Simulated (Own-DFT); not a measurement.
# Which arrangement is lower? C16Si16, 32 atoms

The numbers are computed, not measured, by runs of the plane-wave DFT program Own-DFT (in-house, retired, unreviewed) at fixed positions, with no spin and no spin-orbit coupling.

Common settings: PBE; PseudoDojo norm-conserving scalar-relativistic files; cutoff 42 hartree; 5 x 5 x 3 k mesh centred on Gamma; Fermi-Dirac smearing of 0.1 eV.

Keep in mind: forces on such cells passed a denser k mesh, each cell not checked; stress not checked against mesh or cutoff.

All cells hold the same atoms in the same cell, with vectors in Å (6.165, 0.000, 0.000); (-3.083, 5.339, 0.000); (0.000, 0.000, 10.068). u is the rms random offset of the atoms per axis. E is the free energy of the cell above the lowest run. The arrangements:

- A: 2H SiC
- B: 4H SiC

```
arrangement,u (Å),E (eV),P (GPa)
A,0.0266,0.319,3.72
A,0.0279,0.363,3.72
A,0.0296,0.421,3.72
A,0.0620,3.793,6.51
A,0.0628,4.375,6.64
A,0.0641,3.753,5.99
B,0.0244,0.000,3.43
B,0.0300,0.334,3.65
B,0.0313,0.363,3.69
B,0.0500,2.544,5.14
B,0.0560,2.870,5.57
B,0.0628,3.435,6.01
```

Q: what order do the arrangements take when the shaking is discounted?

## Worked answer

Fit E = a + b u², with one b for all and one a for each arrangement, and with residuals divided by u², since the noise grows with the moves. Then b = 1136 eV/Å², the scatter at u = 0.04 Å is 0.14 eV, and against A:

- B: -0.17 ± 0.05 eV (lower)

The cells share one lattice and weren't relaxed, which can shift such small differences either way.
